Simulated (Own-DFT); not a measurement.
# Same atoms, different arrangement: Ga32P32, 64 atoms

These are calculations, not measurements. The program, named Own-DFT, is a retired in-house plane-wave density functional code that no person has reviewed. Each row is one single-point run on a periodic cell that was not relaxed, without spin or spin-orbit coupling.

Settings of every run: PBE; PseudoDojo norm-conserving scalar-relativistic files; cutoff 42 hartree; 3 x 3 x 3 k mesh centred on Gamma; Fermi-Dirac smearing of 0.1 eV.

Known limits, some of them of some rows only: not probed for a lower state with spin; forces on such cells failed a check on a denser k mesh; forces on such cells passed a denser k mesh, each cell not checked; stress not checked against mesh or cutoff.

All cells hold the same atoms in the same cell, with vectors in Å (10.901, 0.000, 0.000); (0.000, 10.901, 0.000); (0.000, 0.000, 10.901). Every atom was moved at random from its ideal site; u is the rms move along one axis. The defect's site can differ from row to row. E is the free energy of the cell above the lowest run. The arrangements:

- A: zincblende GaP
- B: zincblende GaP, with one Ga on a P site and one P on a Ga site, 2.4 Å apart

```
arrangement   u (Å)  E (eV)  P (GPa)
          A  0.0184   0.031     2.71
          A  0.0192   0.000     2.69
          A  0.0207   0.051     2.70
          A  0.0476   2.040     3.12
          A  0.0521   2.409     3.19
          A  0.0525   2.951     3.35
          B  0.0298   3.965     3.06
          B  0.0302   3.668     2.96
          B  0.0308   3.767     3.00
          B  0.0466   4.878     3.23
          B  0.0487   5.144     3.28
          B  0.0514   5.518     3.34
```

Question: once the cost of the random moves is taken out, how do the arrangements rank?

## Worked answer

Fit E = a + b u², with one b for all and one a for each arrangement, and with residuals divided by u², since the noise grows with the moves. Then b = 1038 eV/Å², the scatter at u = 0.04 Å is 0.20 eV, and against A:

- B: 3.19 ± 0.08 eV (higher)

These are energies of unrelaxed cells. Relaxing the atoms lowers the strained arrangements most, so the gaps would shrink and small ones could change sign.
